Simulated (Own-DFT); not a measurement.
# Computed records: AlGa3N4 (wurtzite random alloy, strained, atoms displaced), Al3GaN4 (wurtzite random alloy, strained, atoms displaced)

Computed with Own-DFT development build. A calculation, not a measurement: plane-wave PBEsol density functional theory by an unreviewed code, no spin, of a simulated periodic cell, stress positive in tension, free energy of the whole cell less one offset for each atom, forces on such cells passed a denser k mesh, this cell's mesh not checked; offsets are fitted by least squares, one for each functional and potential file, so energies compare only between cells with the same atoms and settings and are not formation energies; the far tail of each file's local potential was reset to the Coulomb form; each entry is a single point on an unrelaxed cell, so the pressure reflects the starting lattice, mostly measured values, from which strain is counted, and rises with the displacements; printed positions are rounded, which can move forces by about a meV/angstrom; the program is a retired in-house code; no spin-orbit coupling.

Common to all runs: functional PBEsol; potential files PseudoDojo norm-conserving, scalar-relativistic, made for PBE, standard set; wave cutoff 42 hartree; occupations Fermi-Dirac; smearing width 0.1 eV; k mesh 4 x 4 x 3 centred on Gamma.

(1) 
```xyz
72
Lattice="9.3428 0.0000 0.0000 -4.6714 8.0911 0.0000 0.0000 0.0000 10.2685" Properties=species:S:1:pos:R:3:force_x:R:1:force_y:R:1:force_z:R:1 formula=AlGa3N4 free_energy_of_cell_above_offsets=-3.028 pressure=10.77 stress_xx=-15.18 stress_yy=-13.8 stress_zz=-3.33 stress_yz=0.93 stress_xz=-0.62 stress_xy=1.75
Ga     0.0390     1.7950    10.2385     -0.704     -1.536      0.477
Ga     1.5287     0.8984     2.5628     -0.387      1.055     -0.551
N     -0.0366     1.7820     1.8144      0.454     -0.337      2.641
N      1.5751     0.9566     4.4716      0.899     -2.335     -0.003
Ga     0.0454     1.7009     5.1467     -1.323      1.882      0.266
Ga     1.5867     0.9416     7.7097     -0.365     -1.233      0.442
N      0.0357     1.7969     7.0689      -0.69     -0.274      0.244
N      1.5571     0.8638     9.6922      1.328      1.348     -1.343
Ga    -1.6621     4.4900    10.1897      3.697      1.439      2.959
Ga     0.0104     3.5827     2.5285     -0.836      -0.65      0.751
N     -1.5743     4.4598     1.9764      0.072      2.048     -1.035
N      0.0682     3.5360     4.4914     -0.988      0.306       0.37
Ga    -1.4689     4.5498     5.2170     -0.629     -2.314     -1.304
Ga    -0.0095     3.6067     7.7325      0.195     -0.882      0.063
N     -1.5732     4.4184     7.0990      -0.11      2.141      0.992
N     -0.1314     3.4922     9.6935      1.902      3.137     -1.573
Ga    -3.0920     7.2285     0.0183      -1.38     -0.767     -0.988
Al    -1.5983     6.3380     2.5533      1.332      -1.28      0.206
N     -3.1554     7.2020     1.8602       2.13      0.102      1.547
N     -1.5954     6.2186     4.4749      0.242      2.884     -0.116
Al    -3.1452     7.2301     5.0735      0.376     -1.104      1.178
Al    -1.6632     6.3020     7.7730      1.512     -0.569     -1.491
N     -3.0911     7.1453     7.0623     -0.909      0.832     -0.615
N     -1.5886     6.3231     9.6122      0.787     -0.182      0.107
Ga     3.1433     1.8435     0.0163     -0.032     -0.914     -0.518
Al     4.7015     0.9530     2.5713     -0.397     -1.126      0.748
N      3.1056     1.8141     1.9287      0.965     -1.717      0.064
N      4.7078     0.9042     4.5238     -0.245     -1.396     -0.267
Ga     3.1743     1.8605     5.1064     -0.185     -2.456      1.416
Ga     4.7195     0.8736     7.6844     -0.503       1.19      0.463
N      3.1409     1.7990     7.1449      0.317      0.634     -1.187
N      4.7437     0.8868     9.6285     -2.499      -0.93     -0.318
Ga     1.5738     4.3933    10.2168     -1.649      1.708      1.353
Ga     3.0990     3.5538     2.5168      0.891      0.977      1.325
N      1.5822     4.4369     2.0109     -0.414      1.234     -2.071
N      3.0549     3.5323     4.5091      2.834      1.782     -0.878
Ga     1.6240     4.4749     5.0772     -1.564      0.227      0.881
Ga     3.0184     3.6580     7.6384      3.373     -1.309      1.318
N      1.5706     4.5059     7.0980     -2.296      1.116     -0.841
N      3.1590     3.6377     9.6634     -0.217     -0.697     -1.121
Al    -0.0596     7.1968    10.2177      1.213        0.2       1.62
Ga     1.5403     6.3041     2.5094       0.92     -1.758      1.778
N      0.0774     7.1958     2.0259     -4.011      1.352     -2.141
N      1.6113     6.2412     4.5214       -1.3      1.384      0.072
Al     0.0354     7.0941     5.2238     -0.337      1.066     -1.927
Ga     1.4912     6.3144     7.7280      1.285     -0.089      0.426
N     -0.0336     7.2123     7.0981     -1.153      -1.59     -0.419
N      1.5632     6.4154     9.7038     -2.741     -2.725     -1.059
Ga     6.1440     1.8225    10.2354      3.132     -0.091      1.622
Ga     7.7266     0.8617     2.5723      1.644      1.185      0.217
N      6.2489     1.6980     1.9620     -1.911      2.357     -0.955
N      7.7773     0.8654     4.5061     -0.016      2.248     -0.248
Ga     6.2142     1.8575     5.2265      0.627     -0.686     -1.345
Ga     7.7381     0.8271     7.7257      1.479       1.41      1.407
N      6.2678     1.8278     7.1048     -0.538      0.459      0.704
N      7.8306     0.9279     9.7325     -1.709     -0.982     -1.527
Ga     4.6909     4.5648    10.2161     -0.214     -0.147       1.38
Ga     6.1678     3.6423     2.5109      2.917     -2.566      2.027
N      4.7143     4.4562     1.9906     -2.836      2.438     -1.635
N      6.2167     3.6040     4.5553      0.377      0.596     -0.509
Al     4.6845     4.4525     5.1064     -0.619     -0.012      0.828
Al     6.2281     3.6176     7.6851     -0.738      -0.36      0.624
N      4.7006     4.5509     7.0864     -0.156     -1.035     -0.348
N      6.2544     3.6584     9.7332     -3.381     -2.061     -3.292
Ga     3.1005     7.1113     0.0081      0.259       3.13      1.451
Ga     4.7259     6.3915     2.5543     -2.534     -2.118       1.41
N      3.0562     7.2160     1.9939      1.878     -1.485     -1.052
N      4.5811     6.2254     4.6758      2.592      1.033     -2.211
Ga     3.1364     7.2775     5.1006      -1.28     -2.287      1.707
Al     4.6722     6.2984     7.6937     -0.139      0.482     -0.112
N      3.1214     7.1858     7.1376     -0.168     -0.949     -0.945
N      4.5944     6.3367     9.6302      2.474     -0.432     -1.138
```

Units: free_energy_of_cell_above_offsets in eV; pressure, stress_xx, stress_yy, stress_zz, stress_yz, stress_xz, stress_xy in GPa; force_x, force_y, force_z in eV/Å.

(2) 
```xyz
72
Lattice="9.4877 0.0000 0.0000 -4.7438 8.2166 0.0000 0.0000 0.0000 10.0655" Properties=species:S:1:pos:R:3:force_x:R:1:force_y:R:1:force_z:R:1 formula=Al3GaN4 hardware=one_NVIDIA_H100 free_energy_of_cell_above_offsets=-24.372 pressure=-1.08 stress_xx=2.54 stress_yy=1.2 stress_zz=-0.51 stress_yz=0.52 stress_xz=-0.66 stress_xy=0.33 wall_time=511.5
Ga    -0.0320     1.8694    10.0104      0.955     -1.528      0.577
Al     1.6088     0.9621     2.5850     -0.211     -0.905     -2.574
N      0.0683     1.8338     1.8787     -0.402      0.236      1.315
N      1.5951     0.9433     4.3823     -0.136     -0.462      1.568
Al    -0.0140     1.7032     5.0091      0.732      2.184      0.585
Ga     1.6169     0.9519     7.5543       0.09      -0.28      2.022
N      0.0530     1.7463     6.9570     -2.508       1.22     -0.965
N      1.6037     0.8705     9.5798     -0.684      0.475     -1.214
Al    -1.5974     4.5487     0.0028      0.235      0.843     -0.074
Al    -0.0437     3.6118     2.4834      1.273       0.53      0.312
N     -1.5422     4.5370     1.9075       -0.5      0.427      -0.17
N     -0.0488     3.6341     4.4054      0.735     -0.759      0.689
Al    -1.5694     4.5010     5.0472     -0.035      1.125     -0.025
Ga    -0.0331     3.6406     7.5188      1.494     -0.616       0.53
N     -1.6044     4.5745     7.0390     -0.527     -0.282     -1.869
N     -0.0201     3.6391     9.4821       0.23      2.153      -0.12
Al    -3.2093     7.3178     0.0316      1.154      0.049      0.642
Al    -1.5725     6.3461     2.5325       0.53       0.72     -0.743
N     -3.1362     7.3153     1.9712     -0.106     -0.324      0.115
N     -1.5593     6.3641     4.4140     -1.135     -0.144      0.949
Al    -3.2319     7.3650     5.0465      2.114      -0.32      -0.12
Al    -1.6673     6.3285     7.5585      0.917      2.412      0.462
N     -3.1790     7.3928     6.9535      0.246     -2.303     -0.572
N     -1.5957     6.4534     9.4810     -0.303     -1.524     -0.178
Ga     3.1517     1.9162     0.0393      0.228     -2.724     -0.829
Al     4.7082     0.9719     2.5877      0.728     -1.613     -1.366
N      3.1916     1.8038     1.9045     -0.377       0.98      2.307
N      4.6774     0.9165     4.5239      1.485     -0.515     -1.387
Al     3.1789     1.8052     4.9920     -1.499      0.707      1.633
Al     4.7828     0.8800     7.4588     -2.147      0.554      1.868
N      3.0947     1.8691     6.9537       2.41     -1.088     -1.753
N      4.7158     0.9187     9.4364      0.971     -0.378     -0.094
Al     1.5986     4.6487     0.0446     -0.095     -1.858      -0.92
Al     3.1505     3.6745     2.4901      0.066     -0.175      0.471
N      1.6103     4.6509     1.9137     -0.421     -2.071     -0.043
N      3.1596     3.5987     4.5019     -0.331      0.751     -1.252
Al     1.5725     4.5582     5.0815      -0.22     -0.016     -1.245
Ga     3.2012     3.6710     7.4494     -0.712     -1.014      1.487
N      1.6508     4.5713     6.9482     -1.797      0.291     -0.612
N      3.0804     3.5587     9.3875      0.677      4.056      0.719
Al    -0.0090     7.2611     0.0016     -0.001      1.597     -0.384
Al     1.6131     6.3798     2.4896      0.076      0.974      0.407
N      0.0884     7.2647     1.8655      -1.35      0.818      1.261
N      1.5821     6.3325     4.3639      0.129      1.035      1.476
Al    -0.0797     7.2882     5.0467      1.601     -0.675     -0.022
Ga     1.5430     6.3464     7.6571      0.611      0.834     -3.387
N      0.0141     7.3215     6.9660     -1.239     -1.148     -0.645
N      1.6052     6.3872     9.4286     -0.038      0.231       3.12
Al     6.2751     1.8621    10.0619      0.025     -0.933     -0.588
Ga     7.8844     0.9354     2.4887      1.254      -0.75       -0.4
N      6.3317     1.8244     1.8968     -1.264     -0.043      0.575
N      7.9266     0.8903     4.4612     -1.224      0.373     -0.184
Al     6.2957     1.8300     4.9281      0.418     -0.314      1.799
Al     7.8139     0.9753     7.5208      1.744     -1.006      1.018
N      6.2677     1.7861     6.9928      0.966      2.237     -1.648
N      7.9024     0.8812     9.5248     -1.255      0.605     -1.328
Al     4.7538     4.6165     9.9322     -1.052     -2.071      1.527
Ga     6.3359     3.6262     2.5551     -0.422      0.885     -1.402
N      4.7065     4.5449     1.8691      0.352      0.413      0.146
N      6.3250     3.6654     4.4419      0.339     -0.657      1.037
Ga     4.7391     4.5583     5.0897     -0.141      0.307     -0.109
Al     6.3388     3.7075     7.6097     -0.544     -1.547     -0.477
N      4.7686     4.5739     7.0599      1.195       1.38     -0.804
N      6.3152     3.6957     9.4663      0.305     -0.633      0.348
Al     3.1944     7.2932    10.0177      0.077      0.134       0.87
Al     4.7917     6.3522     2.5537     -0.457      0.575     -0.682
N      3.1821     7.3008     1.9055      0.491     -0.697     -0.076
N      4.7956     6.4364     4.4979      -1.22     -0.554     -0.778
Al     3.1859     7.3325     5.0213     -1.116     -1.276      0.408
Al     4.7232     6.4644     7.5122      0.601     -0.188      0.775
N      3.2138     7.3787     6.9745     -0.897     -0.422     -0.546
N      4.8025     6.3469     9.5052     -1.085      1.704     -1.429
```

Units: free_energy_of_cell_above_offsets in eV; pressure, stress_xx, stress_yy, stress_zz, stress_yz, stress_xz, stress_xy in GPa; wall_time in s; force_x, force_y, force_z in eV/Å.

(3) 
```xyz
72
Lattice="9.4877 0.0000 0.0000 -4.7438 8.2166 0.0000 0.0000 0.0000 10.0655" Properties=species:S:1:pos:R:3:force_x:R:1:force_y:R:1:force_z:R:1 formula=Al3GaN4 hardware=one_NVIDIA_H100 free_energy_of_cell_above_offsets=-23.446 pressure=-0.47 stress_xx=0.62 stress_yy=1.75 stress_zz=-0.97 stress_yz=0.02 stress_xz=-0.21 stress_xy=-0.93 wall_time=567.6
Al     0.0440     1.7940    10.0091     -0.613      0.394      0.403
Al     1.5091     0.8773     2.4525      2.067      1.189       1.03
N      0.0217     1.9029     1.9490      0.074     -3.111     -2.113
N      1.6762     0.9165     4.4450     -3.847     -2.115     -1.789
Ga    -0.0720     1.7304     5.0502      3.064      2.683     -1.398
Al     1.5210     0.9454     7.5055      1.554     -0.351      0.041
N     -0.0349     1.7990     6.8567       0.52       -0.3      2.903
N      1.6124     0.8957     9.4171     -0.634     -0.053      0.283
Al    -1.5709     4.5389     9.9950      0.159      0.565      1.182
Ga     0.0224     3.6012     2.5342      0.865      2.561     -0.016
N     -1.4800     4.5781     1.9709     -1.747     -0.101     -1.889
N     -0.0190     3.7085     4.3873      1.245     -1.071      2.052
Ga    -1.5519     4.5988     5.0248     -0.884     -0.393     -0.955
Ga     0.0238     3.6285     7.5849     -0.733      0.466     -1.791
N     -1.6538     4.5544     6.9063      2.103      1.418      0.888
N      0.0033     3.6097     9.4085     -0.104      -0.11      2.017
Al    -3.1300     7.2941     0.0238     -0.055     -0.514     -0.521
Al    -1.4265     6.3949     2.4579     -3.262     -1.032      0.596
N     -3.1750     7.3423     1.9318      0.229      -0.99     -0.358
N     -1.6122     6.4184     4.3321      0.348      0.615      1.065
Al    -3.1468     7.3075     5.0327       0.05     -0.247     -0.933
Al    -1.5721     6.4276     7.4952     -0.904     -1.302      1.355
N     -3.1446     7.3072     6.9303      0.361      1.127      -0.65
N     -1.5941     6.3732     9.4096      0.521      0.221      0.953
Al     3.1753     1.7454    10.0653      -0.14      1.524     -0.172
Al     4.7704     0.9264     2.4218     -0.937     -0.047      1.965
N      3.2225     1.8697     1.8656     -1.075     -0.782      0.789
N      4.8367     0.8911     4.4896     -1.479     -1.235     -1.432
Ga     3.0963     1.7433     5.0287      3.782      2.699      0.435
Al     4.7251     0.9544     7.5216      1.023     -1.314      0.585
N      3.2309     1.8097     6.9612     -2.063      0.812      0.998
N      4.7419     0.8342     9.5367      0.337      1.888     -1.178
Ga     1.6341     4.6432    10.0532     -1.344      -1.91      1.334
Al     3.1611     3.6914     2.5234      1.398     -1.183      0.718
N      1.6998     4.5397     1.9575     -1.964      1.463     -0.752
N      3.1546     3.7049     4.4700      -0.25     -0.364     -0.335
Al     1.5485     4.5409     5.1238      0.424     -0.316     -2.503
Al     3.2039     3.6940     7.5664     -0.082     -0.595     -0.121
N      1.6136     4.5486     6.9366      0.085     -0.129      0.962
N      3.1274     3.7144     9.5362      2.057     -2.001     -1.872
Al     0.0947     7.3754     0.1025     -1.743     -2.244     -1.952
Al     1.5953     6.3797     2.4985     -0.441     -0.578      0.468
N     -0.0329     7.3234     1.9139      2.305      0.521      0.241
N      1.5407     6.3304     4.3937      0.489      0.738      1.027
Al    -0.0384     7.2203     5.0134      0.525      1.253      0.055
Ga     1.5664     6.4117     7.4709     -0.232     -0.582      1.283
N     -0.0459     7.2470     7.0156      0.389      1.627      -1.91
N      1.5295     6.3643     9.5048      0.629        2.3     -0.782
Al     6.3106     1.8162    10.0538       0.11      0.079      0.084
Al     7.9911     0.9562     2.4529     -1.603     -0.525      0.839
N      6.3042     1.8057     1.9668      1.546     -0.126     -1.272
N      7.9457     1.0014     4.4390      -2.65     -2.974     -1.761
Al     6.3137     1.7990     4.9878      0.435      1.705      1.048
Al     7.9303     0.8814     7.5056     -1.429      1.445      0.369
N      6.3044     1.8241     6.9815      0.581     -0.496     -0.672
N      7.8654     0.9247     9.4075       0.94      -0.68      0.917
Al     4.7733     4.5273    10.0224     -0.253      0.425      1.396
Al     6.3248     3.5647     2.5673      0.476       1.96     -0.919
N      4.7742     4.5486     1.9810      0.157      0.043     -1.002
N      6.3320     3.7034     4.3893     -0.746     -0.987      1.188
Al     4.7215     4.6764     4.9593       0.37     -3.499      0.836
Ga     6.3166     3.7266     7.5192     -0.724     -1.486      0.247
N      4.7355     4.5918     6.8963     -0.675      0.559      0.018
N      6.3294     3.6142     9.4908     -0.043      0.136      0.161
Al     3.0928     7.2766    10.0525      1.448      0.167      0.085
Al     4.7550     6.3544     2.5396      0.039      0.219     -1.271
N      3.0943     7.3219     1.9387      1.382      0.317     -0.397
N      4.7533     6.3445     4.3960     -0.282      3.227      0.566
Al     3.1479     7.2938     5.0148     -0.371      0.088     -0.937
Ga     4.7576     6.4753     7.5036     -0.279      -1.43      0.998
N      3.1216     7.3511     6.9257      0.634     -0.205     -0.773
N      4.7996     6.3473     9.4952     -1.132      0.942      0.046
```

Units: free_energy_of_cell_above_offsets in eV; pressure, stress_xx, stress_yy, stress_zz, stress_yz, stress_xz, stress_xy in GPa; wall_time in s; force_x, force_y, force_z in eV/Å.
